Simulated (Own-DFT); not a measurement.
# Computed records: GaN (wurtzite, strained, atoms displaced)

All values are calculated (Own-DFT development build). A calculation, not a measurement: plane-wave PBE density functional theory by an unreviewed code, no spin, of a simulated periodic cell, stress positive in tension, free energy of the whole cell less one offset for each atom, forces on such cells passed a denser k mesh, this cell's mesh not checked; offsets are fitted by least squares, one for each functional and potential file, so energies compare only between cells with the same atoms and settings and are not formation energies; the far tail of each file's local potential was reset to the Coulomb form; each entry is a single point on an unrelaxed cell, so the pressure reflects the starting lattice, mostly measured values (interpolated for alloys), from which strain is counted, and rises with the displacements; printed positions are rounded, which can move forces by about a meV/angstrom; the program, named Own-DFT, is a retired in-house code; no spin-orbit coupling.

Settings shared by all entries: functional PBE; potential files PseudoDojo norm-conserving, scalar-relativistic, standard set with the stringent files for Ga; wave cutoff 96 hartree; occupations Gaussian; smearing width 0.01 eV; k mesh 3 x 4 x 3 centred on Gamma.

(1) GaN (wurtzite, strained, atoms displaced)

```
cell vectors (Å)
  12.7560     0.0000     0.0000
  -4.7835     8.2853     0.0000
   0.0000     0.0000    10.2404
atoms (fractions of the cell vectors)
Ga  0.08344  0.22554  0.00136
Ga  0.15796  0.10515  0.24240
N   0.07967  0.22488  0.19720
N   0.16550  0.11280  0.44673
Ga  0.08243  0.22037  0.50621
Ga  0.16309  0.10311  0.75471
N   0.08899  0.22226  0.68532
N   0.16456  0.11339  0.94349
Ga  0.08240  0.54933  0.99406
Ga  0.16952  0.44484  0.24606
N   0.08355  0.56165  0.18263
N   0.16425  0.44253  0.44244
Ga  0.07850  0.55848  0.51017
Ga  0.15041  0.43166  0.75885
N   0.08525  0.54912  0.68847
N   0.16506  0.43304  0.93949
Ga  0.08079  0.89100  0.99414
Ga  0.15944  0.76936  0.25748
N   0.08036  0.88773  0.18488
N   0.15626  0.77115  0.44232
Ga  0.07968  0.88970  0.49702
Ga  0.15774  0.77182  0.74888
N   0.08540  0.89236  0.69843
N   0.16768  0.78329  0.93685
Ga  0.32787  0.21617  0.99726
Ga  0.41850  0.10896  0.24722
N   0.32804  0.21648  0.18766
N   0.41673  0.10991  0.43518
Ga  0.34082  0.22446  0.50731
Ga  0.41629  0.10800  0.75284
N   0.33615  0.22463  0.69384
N   0.41096  0.10447  0.93489
Ga  0.34007  0.56062  0.98964
Ga  0.41823  0.45930  0.25279
N   0.32847  0.55328  0.19201
N   0.40864  0.44013  0.44218
Ga  0.32708  0.55758  0.50145
Ga  0.41746  0.45263  0.74890
N   0.33209  0.54981  0.68728
N   0.42107  0.45120  0.93618
Ga  0.32930  0.88588  0.00257
Ga  0.40647  0.75781  0.24516
N   0.32823  0.88154  0.18500
N   0.42020  0.76905  0.43873
Ga  0.33182  0.89592  0.49531
Ga  0.40859  0.76709  0.75776
N   0.32654  0.88582  0.67592
N   0.41360  0.79000  0.94309
Ga  0.58356  0.21492  0.99724
Ga  0.66631  0.11896  0.24925
N   0.58060  0.22468  0.18532
N   0.66782  0.12624  0.43205
Ga  0.58394  0.22517  0.50303
Ga  0.66696  0.11304  0.74673
N   0.58657  0.22548  0.69106
N   0.66632  0.10991  0.93226
Ga  0.58620  0.55321  0.99771
Ga  0.66701  0.44150  0.25042
N   0.59124  0.55872  0.18842
N   0.66664  0.44141  0.44454
Ga  0.58218  0.55996  0.49453
Ga  0.66864  0.45016  0.74962
N   0.58784  0.56052  0.68585
N   0.66532  0.44812  0.93778
Ga  0.57896  0.88601  0.00376
Ga  0.66715  0.78423  0.25571
N   0.58395  0.88525  0.18048
N   0.67688  0.77841  0.44361
Ga  0.58678  0.89335  0.49854
Ga  0.66435  0.77023  0.74705
N   0.58636  0.89188  0.69066
N   0.67102  0.76912  0.92990
Ga  0.83076  0.21781  0.00224
Ga  0.91301  0.11471  0.25878
N   0.84070  0.22588  0.18514
N   0.91421  0.12371  0.43083
Ga  0.83706  0.22009  0.49777
Ga  0.92078  0.10991  0.74440
N   0.83780  0.22480  0.69123
N   0.91844  0.10898  0.93356
Ga  0.82451  0.55146  0.99396
Ga  0.91780  0.44386  0.24575
N   0.83347  0.55390  0.19601
N   0.91525  0.44004  0.44119
Ga  0.82672  0.55067  0.49722
Ga  0.91930  0.44237  0.75520
N   0.83394  0.55866  0.68321
N   0.91525  0.44761  0.94877
Ga  0.82638  0.87899  0.99635
Ga  0.91966  0.79793  0.25325
N   0.83829  0.88818  0.19806
N   0.91006  0.78102  0.45100
Ga  0.82479  0.87892  0.49863
Ga  0.91825  0.78129  0.75704
N   0.83127  0.89408  0.69255
N   0.91827  0.78457  0.94032
```

* free energy of cell above offsets: -3.318 eV
* pressure: 9.82 GPa
* stress xx: -8.43 GPa
* stress yy: -7.99 GPa
* stress zz: -13.03 GPa
* stress yz: -0.6 GPa
* stress xz: -0.72 GPa
* stress xy: 0.78 GPa

Force:
```tsv
element	x (eV/Å)	y (eV/Å)	z (eV/Å)
Ga	-0.579	-1.94	1.244
Ga	1.056	0.982	1.49
N	0.198	-0.337	-1.352
N	0.638	-0.359	-1.108
Ga	-0.154	0.433	-2.093
Ga	0.71	1.868	-0.335
N	-0.707	-0.509	1.677
N	-0.112	-0.106	-0.536
Ga	-0.231	1.378	0.946
Ga	-2.103	-0.355	1.485
N	0.858	-1.127	0.386
N	-0.742	0.486	-0.516
Ga	0.679	-1.353	-2.321
Ga	2.624	0.292	-1.575
N	-1.353	0.739	1.672
N	-0.033	2.291	0.404
Ga	0.718	-0.374	1.012
Ga	-0.043	0.97	-1.363
N	0.359	-0.335	0.462
N	0.82	0.864	0.066
Ga	-0.35	0.423	1.08
Ga	1.558	0.612	0.01
N	-0.786	-1.189	-1.457
N	-0.197	-1.268	-0.129
Ga	0.781	0.936	0.567
Ga	-1.415	-0.282	-0.288
N	0.331	0.947	0.128
N	0.253	0.628	0.163
Ga	-1.458	-0.515	-0.756
Ga	-0.056	-0.21	-1.28
N	-0.138	-0.109	0.355
N	0.622	0.651	1.212
Ga	-0.946	-0.394	1.163
Ga	1.473	-2.331	-0.258
N	0.978	-1.146	-2.502
N	1.039	1.011	-0.331
Ga	0.413	-0.823	0.221
Ga	1.099	-1.064	-0.457
N	-1.506	0.55	1.199
N	0.004	-0.729	0.477
Ga	-1.442	0.853	-0.113
Ga	0.025	3.861	1.206
N	0.269	0.153	1.755
N	-0.901	1.525	-0.853
Ga	0.633	-1.494	-0.58
Ga	-0.006	1.354	-2.21
N	0.597	-0.211	2.399
N	1.753	-1.863	-0.567
Ga	-1.11	0.596	-0.396
Ga	0.649	-0.493	-0.937
N	0.687	-0.401	-0.245
N	1.092	-1.736	1.053
Ga	-0.449	-0.338	0.091
Ga	0.756	-0.156	-0.273
N	-0.627	-0.11	0.038
N	0.207	-0.377	1.244
Ga	-1.05	0.427	0.803
Ga	0.206	0.643	0.464
N	-1.549	0.258	0.453
N	-1.664	0.197	-1.162
Ga	-0.004	-1.355	0.597
Ga	0.229	-0.354	-0.599
N	-0.685	-1.24	-0.42
N	0.427	-1.778	-0.413
Ga	1.229	0.311	-2.42
Ga	1.053	-0.592	-0.967
N	-0.624	0.403	2.529
N	-4.572	-0.884	-1.653
Ga	-0.359	0.108	0.312
Ga	-0.188	1.747	-0.317
N	-0.767	-0.717	-0.27
N	-2.178	0.317	1.428
Ga	0.668	-0.072	-1.158
Ga	0.984	-0.436	-2.969
N	-1.78	-0.68	0.455
N	2.251	-2.24	3.175
Ga	-2.219	1.273	1.174
Ga	-0.643	0.237	0.615
N	-0.25	-0.252	-0.468
N	-0.478	0.087	0.907
Ga	1.467	1.262	1.935
Ga	0.011	0.665	0.721
N	-0.435	0.799	-0.959
N	-0.376	0.908	-0.455
Ga	1.558	0.632	-0.06
Ga	-1.356	0.178	-0.38
N	0.696	-0.016	1.725
N	0.094	-0.663	-1.433
Ga	0.682	1.902	1.111
Ga	2.645	-3.391	1.08
N	-3.733	1.728	-2.062
N	1.905	-0.649	-1.605
Ga	2.364	3.538	2.252
Ga	-0.691	-0.269	-1.771
N	0.864	-0.937	-0.876
N	-0.169	-1.466	0.309
```

(2) GaN (wurtzite, strained, atoms displaced)

```
cell vectors (Å)
  12.7560     0.0000     0.0000
  -4.7835     8.2853     0.0000
   0.0000     0.0000    10.2404
atoms (fractions of the cell vectors)
Ga  0.08472  0.23458  0.99822
Ga  0.16488  0.10851  0.25383
N   0.08612  0.21991  0.19322
N   0.16481  0.11637  0.43835
Ga  0.07853  0.21958  0.50160
Ga  0.16729  0.11530  0.76367
N   0.08569  0.22530  0.69332
N   0.16596  0.11596  0.92871
Ga  0.08495  0.56117  0.99408
Ga  0.16759  0.44621  0.24615
N   0.08639  0.55174  0.18843
N   0.16686  0.45262  0.43820
Ga  0.07805  0.54961  0.50483
Ga  0.17390  0.44637  0.74818
N   0.08862  0.56703  0.69252
N   0.16896  0.43991  0.93514
Ga  0.09177  0.89779  0.00165
Ga  0.16128  0.76606  0.24671
N   0.08902  0.89466  0.18851
N   0.16590  0.77769  0.44696
Ga  0.08488  0.89784  0.50367
Ga  0.16147  0.77237  0.74743
N   0.08258  0.89096  0.69447
N   0.15849  0.77120  0.94054
Ga  0.33939  0.21877  0.99797
Ga  0.42245  0.11892  0.25464
N   0.33450  0.22752  0.19656
N   0.42386  0.11469  0.43156
Ga  0.33177  0.21631  0.49283
Ga  0.41286  0.10060  0.75359
N   0.32906  0.22251  0.68416
N   0.41602  0.11785  0.94510
Ga  0.33392  0.55475  0.00874
Ga  0.42064  0.44182  0.24881
N   0.34012  0.55209  0.18920
N   0.41397  0.44941  0.43977
Ga  0.32809  0.55723  0.50234
Ga  0.42087  0.44791  0.75525
N   0.34163  0.56140  0.68689
N   0.41120  0.44654  0.92588
Ga  0.33247  0.88879  0.99748
Ga  0.41248  0.77676  0.25120
N   0.32751  0.88446  0.19280
N   0.42964  0.78725  0.43580
Ga  0.34051  0.90417  0.50099
Ga  0.41614  0.78416  0.74910
N   0.32962  0.88510  0.68743
N   0.41493  0.78058  0.93767
Ga  0.58481  0.22060  0.99698
Ga  0.67165  0.11934  0.25010
N   0.58292  0.21800  0.18292
N   0.65855  0.10747  0.43041
Ga  0.58593  0.21844  0.49717
Ga  0.67013  0.11147  0.75176
N   0.58201  0.21921  0.69494
N   0.66140  0.09705  0.93504
Ga  0.57905  0.55915  0.00478
Ga  0.66913  0.45391  0.25466
N   0.58701  0.55444  0.18207
N   0.66290  0.43775  0.43910
Ga  0.58843  0.56560  0.49752
Ga  0.66228  0.44480  0.74422
N   0.58992  0.56190  0.69071
N   0.66679  0.44951  0.93204
Ga  0.58180  0.88952  0.99661
Ga  0.67405  0.78026  0.24947
N   0.58716  0.89040  0.18705
N   0.66666  0.77651  0.44149
Ga  0.58338  0.88739  0.50037
Ga  0.66433  0.77584  0.75411
N   0.58206  0.87428  0.68485
N   0.66742  0.78230  0.93755
Ga  0.82531  0.22665  0.00490
Ga  0.92163  0.11192  0.24762
N   0.83332  0.21223  0.18131
N   0.92210  0.11399  0.44101
Ga  0.83150  0.22566  0.50511
Ga  0.91527  0.11310  0.74678
N   0.83427  0.22698  0.69579
N   0.91706  0.10935  0.94436
Ga  0.83623  0.55274  0.99588
Ga  0.90929  0.44169  0.25527
N   0.82517  0.55571  0.19635
N   0.91833  0.44272  0.45071
Ga  0.83814  0.57087  0.49731
Ga  0.91391  0.44659  0.75111
N   0.83916  0.55808  0.68407
N   0.91541  0.44532  0.93297
Ga  0.83168  0.88125  0.00080
Ga  0.91619  0.78266  0.24624
N   0.83510  0.88972  0.18919
N   0.92422  0.78258  0.43769
Ga  0.83196  0.89471  0.49779
Ga  0.92192  0.78367  0.74580
N   0.83575  0.89930  0.68949
N   0.92190  0.78156  0.92980
```

- free energy of cell above offsets: -3.853 eV
- pressure: 9.57 GPa
- stress xx: -6.98 GPa
- stress yy: -7.66 GPa
- stress zz: -14.06 GPa
- stress yz: 0.41 GPa
- stress xz: -0.31 GPa
- stress xy: 0.42 GPa

Force:
```tsv
element	x (eV/Å)	y (eV/Å)	z (eV/Å)
Ga	0.122	-2.418	0.615
Ga	0.599	0.593	-0.407
N	-0.345	0.716	-0.936
N	0.416	-0.426	0.374
Ga	1.47	1.631	0.67
Ga	0.262	-0.176	-5.99
N	-0.537	-0.094	-0.735
N	0.818	0.084	6.475
Ga	0.421	-2.012	0.619
Ga	1.051	-0.599	0.95
N	-1.884	-0.552	-0.765
N	-0.051	-1.072	-0.077
Ga	1.131	1.675	0.075
Ga	-0.424	0.478	-0.336
N	0.111	-3.214	-0.141
N	-0.655	2.291	0.576
Ga	-1.399	-0.109	-0.648
Ga	-0.047	1.432	1.575
N	-0.6	-1.112	0.031
N	0.13	0.387	-0.906
Ga	1.048	-0.386	0.201
Ga	-0.152	2.004	0.526
N	0.876	0.885	-0.804
N	1.269	1.832	-0.7
Ga	-3.431	1.889	1.113
Ga	-0.378	-1.105	-2.433
N	0.43	-1.313	-1.426
N	-0.879	0.335	2.019
Ga	-0.215	1.481	0.92
Ga	-0.826	1.581	-0.573
N	1.191	-0.257	0.565
N	2.147	-2.044	-1.354
Ga	-0.251	0.237	-1.953
Ga	-0.203	0.958	1.165
N	-1.28	0.461	0.645
N	1.093	-0.366	-0.184
Ga	1.075	0.649	-0.66
Ga	0.06	-0.414	-4.06
N	-0.854	-0.04	0.566
N	0.938	-0.253	4.696
Ga	-0.444	-0.16	1.027
Ga	1.258	0.463	-0.423
N	0.426	0.712	-0.734
N	-2.732	-1.184	0.478
Ga	-0.02	-2.237	-0.846
Ga	0.854	-1.008	-0.212
N	0.013	0.505	0.425
N	0.087	-0.444	0.19
Ga	-0.061	0.718	-0.355
Ga	-0.322	-1.548	-1.289
N	0.173	1.161	0.659
N	2.265	0.261	1.761
Ga	-0.827	0.743	1.346
Ga	-0.609	-0.914	-0.805
N	0.115	-0.441	-1.012
N	-0.373	2.398	0.355
Ga	0.6	-0.278	-2.586
Ga	-0.829	-2.137	-0.541
N	-0.631	0.508	1.948
N	0.333	1.324	0.473
Ga	-0.894	-2.199	0.912
Ga	1.496	0.063	0.282
N	-0.874	-0.497	-0.923
N	0.205	-0.522	1.069
Ga	0.192	-1.219	1.264
Ga	-1.867	-0.141	-0.07
N	-0.281	-0.189	0.252
N	0.574	1.195	-1.209
Ga	0.728	0.429	-0.186
Ga	1.289	0.397	-0.521
N	-1.16	2.152	0.648
N	-0.039	-0.747	0.863
Ga	1.743	-0.962	-2.36
Ga	-0.29	0.093	0.163
N	-0.45	1.588	2.485
N	-2.196	-0.213	-0.829
Ga	0.019	-1.023	-0.304
Ga	0.806	0.529	1.656
N	-0.061	-0.285	-1.019
N	-0.841	0.395	-0.443
Ga	-1.585	1.167	0.147
Ga	1.144	-0.081	-0.136
N	2.526	0.566	-1.422
N	-1.575	0.043	-1.872
Ga	0.08	-1.786	0.407
Ga	0.967	0.503	-1.011
N	-1.494	0.274	0.242
N	0.5	-0.475	1.604
Ga	0.341	1.044	-0.965
Ga	1.378	-0.098	0.459
N	0.144	0.223	-0.027
N	-1.49	0.679	-0.502
Ga	0.887	-0.478	0.724
Ga	-1.33	-0.506	-0.101
N	0.035	-1.48	-0.545
N	-0.153	-0.517	2.121
```

(3) GaN (wurtzite, strained, atoms displaced)

```
cell vectors (Å)
  12.7560     0.0000     0.0000
  -4.7835     8.2853     0.0000
   0.0000     0.0000    10.2404
atoms (fractions of the cell vectors)
Ga  0.08167  0.22377  0.99489
Ga  0.16732  0.11415  0.24871
N   0.07530  0.20944  0.18661
N   0.16566  0.10403  0.43547
Ga  0.08575  0.21058  0.50849
Ga  0.16680  0.11519  0.74945
N   0.09009  0.23136  0.68605
N   0.16163  0.09957  0.92882
Ga  0.08334  0.55813  0.00130
Ga  0.16427  0.44183  0.24638
N   0.09145  0.55735  0.19261
N   0.16880  0.43872  0.44144
Ga  0.08520  0.55617  0.49438
Ga  0.16226  0.44461  0.74896
N   0.08078  0.54573  0.69477
N   0.17056  0.44140  0.94028
Ga  0.07913  0.89031  0.00819
Ga  0.16922  0.78184  0.24299
N   0.07404  0.89048  0.18604
N   0.17276  0.78557  0.43324
Ga  0.08116  0.88894  0.49399
Ga  0.17520  0.77974  0.74432
N   0.08169  0.88161  0.68728
N   0.17083  0.77827  0.94013
Ga  0.34033  0.22831  0.00187
Ga  0.41878  0.12313  0.24614
N   0.33394  0.21598  0.19244
N   0.41732  0.11454  0.43545
Ga  0.32711  0.22784  0.49573
Ga  0.41588  0.11525  0.75850
N   0.33807  0.22098  0.69407
N   0.40902  0.10811  0.93475
Ga  0.33149  0.55359  0.00422
Ga  0.42160  0.44580  0.24654
N   0.33378  0.55216  0.18955
N   0.41567  0.45273  0.43039
Ga  0.33309  0.55824  0.49802
Ga  0.41080  0.45280  0.75682
N   0.33379  0.55294  0.68207
N   0.42452  0.44584  0.94613
Ga  0.33556  0.88987  0.00583
Ga  0.41189  0.78346  0.24894
N   0.32519  0.88692  0.19715
N   0.41619  0.77010  0.43990
Ga  0.33382  0.89141  0.50390
Ga  0.41270  0.78054  0.74388
N   0.33375  0.88229  0.69282
N   0.40956  0.77805  0.93082
Ga  0.58670  0.22109  0.99739
Ga  0.66743  0.10698  0.24748
N   0.57994  0.22488  0.20056
N   0.67397  0.12610  0.44318
Ga  0.57715  0.22960  0.49321
Ga  0.66143  0.10782  0.74830
N   0.57969  0.21742  0.68735
N   0.66159  0.11466  0.94039
Ga  0.58480  0.55935  0.00286
Ga  0.66417  0.43584  0.25160
N   0.58972  0.55677  0.19951
N   0.65789  0.43858  0.43401
Ga  0.58921  0.55725  0.50282
Ga  0.67169  0.44972  0.74937
N   0.58743  0.55131  0.68485
N   0.66813  0.44511  0.94139
Ga  0.58391  0.88634  0.00544
Ga  0.66082  0.77627  0.24857
N   0.57581  0.88925  0.19400
N   0.66800  0.77759  0.44200
Ga  0.58096  0.88373  0.49365
Ga  0.66189  0.77217  0.76271
N   0.58765  0.90107  0.67202
N   0.66835  0.77743  0.93615
Ga  0.83723  0.22347  0.00472
Ga  0.91168  0.10838  0.25159
N   0.83278  0.21630  0.19689
N   0.91938  0.12181  0.44314
Ga  0.83681  0.22165  0.50565
Ga  0.91356  0.10974  0.75674
N   0.84546  0.23078  0.68771
N   0.91136  0.11401  0.94208
Ga  0.83145  0.55088  0.00164
Ga  0.91674  0.44781  0.25328
N   0.83213  0.56429  0.19119
N   0.91487  0.44707  0.43857
Ga  0.83584  0.56220  0.49590
Ga  0.91605  0.44888  0.75131
N   0.83786  0.55322  0.69304
N   0.91513  0.43536  0.93731
Ga  0.83764  0.88900  0.00180
Ga  0.91495  0.77564  0.24436
N   0.83470  0.88226  0.18119
N   0.91360  0.76974  0.44564
Ga  0.83518  0.89419  0.49184
Ga  0.92044  0.78009  0.74819
N   0.82297  0.88344  0.69607
N   0.91641  0.77432  0.93705
```

- free energy of cell above offsets: -3.191 eV
- pressure: 9.75 GPa
- stress xx: -8.85 GPa
- stress yy: -7.66 GPa
- stress zz: -12.75 GPa
- stress yz: 0.69 GPa
- stress xz: -0.33 GPa
- stress xy: 0.81 GPa

Force:
```tsv
element	x (eV/Å)	y (eV/Å)	z (eV/Å)
Ga	0.705	-1.01	0.406
Ga	-0.363	-0.368	-0.361
N	0.304	1.349	-0.103
N	-0.562	0.476	0.047
Ga	-1.162	1.371	-1.948
Ga	0.858	-0.856	-0.998
N	-0.486	-1.65	1.701
N	-0.084	1.605	2.451
Ga	0.428	-0.171	-0.481
Ga	1.262	-1.105	1.124
N	-2.148	-0.001	-0.699
N	-0.886	-0.214	-0.644
Ga	0.056	-0.121	0.603
Ga	1.523	0.143	0.372
N	-0.676	2.055	-1.402
N	-0.928	0.297	-0.329
Ga	1.028	-0.495	-2.721
Ga	-2.237	-0.801	1.145
N	2.052	0.165	1.667
N	-0.697	-0.9	0.548
Ga	0.941	-1.037	1.005
Ga	-2.139	-1.122	1.241
N	0.54	1.124	-0.584
N	-0.926	0.03	0.18
Ga	-1.374	-1.262	-0.303
Ga	0.806	-2.415	1.592
N	-1.994	1.507	-1.276
N	-1.287	-0.592	0.366
Ga	2.003	0.358	0.857
Ga	1.026	-0.493	-2.35
N	-1.916	1.034	-1.105
N	1.503	0.169	2.718
Ga	0.441	0.62	-0.6
Ga	-0.592	0.023	0.244
N	-0.215	0.564	0.014
N	0.964	-0.834	1.362
Ga	0.24	-0.949	-0.487
Ga	2.337	-1.275	-0.795
N	-1.038	0.777	1.284
N	-1.626	0.42	-0.58
Ga	-0.837	-0.004	-0.528
Ga	0.075	-1.442	0.983
N	2.237	2.002	-1.693
N	-1.08	1.694	-0.712
Ga	0.569	0.457	-0.822
Ga	2.697	-0.772	0.086
N	-1.025	2.22	-1.375
N	1.879	-0.345	1.429
Ga	-2.249	0.786	0.95
Ga	-0.933	1.177	1.842
N	1.7	-1.272	-2.601
N	-0.611	-1.531	-1.042
Ga	1.676	-1.53	1.491
Ga	0.875	0.97	-0.596
N	-0.132	0.979	0.262
N	2.39	-1.476	-0.06
Ga	1.341	-0.178	0.74
Ga	0.387	1.791	-0.094
N	-0.94	-0.052	-1.923
N	1.472	1.862	0.885
Ga	-1.473	-0.099	-0.885
Ga	0.017	-1.255	0.016
N	-1.538	0.591	1.646
N	-0.479	-0.107	-0.028
Ga	-1.003	0.228	-1.266
Ga	1.084	0.238	0.773
N	0.956	-0.381	-0.816
N	0.114	0.213	-1.265
Ga	0.229	1.534	-0.641
Ga	-0.525	0.305	-4.245
N	-0.102	-1.976	3.341
N	-0.543	0.358	3.187
Ga	-1.568	-0.128	0.15
Ga	1.333	-0.654	0.367
N	-0.803	1.274	-1.328
N	1.51	-1.541	-0.856
Ga	-1.324	0.904	-0.369
Ga	0.348	-0.238	-1.236
N	-1.507	-0.682	1.221
N	1.465	-0.918	-0.012
Ga	0.459	0.439	-0.317
Ga	0.194	-0.047	-0.426
N	0.962	-2.356	-0.376
N	0.655	0.093	0.283
Ga	-0.488	-2.711	1.294
Ga	1.208	-1.015	-0.145
N	-1.51	0.889	-1.161
N	-0.223	1.254	1.224
Ga	-0.167	0.002	-1.566
Ga	-0.44	0.408	1.65
N	-1.911	0.792	2.065
N	-0.502	2.602	-1.881
Ga	-0.317	-0.242	1.765
Ga	-0.928	-0.216	0.002
N	1.753	0.797	-0.939
N	-0.112	-0.105	0.399
```
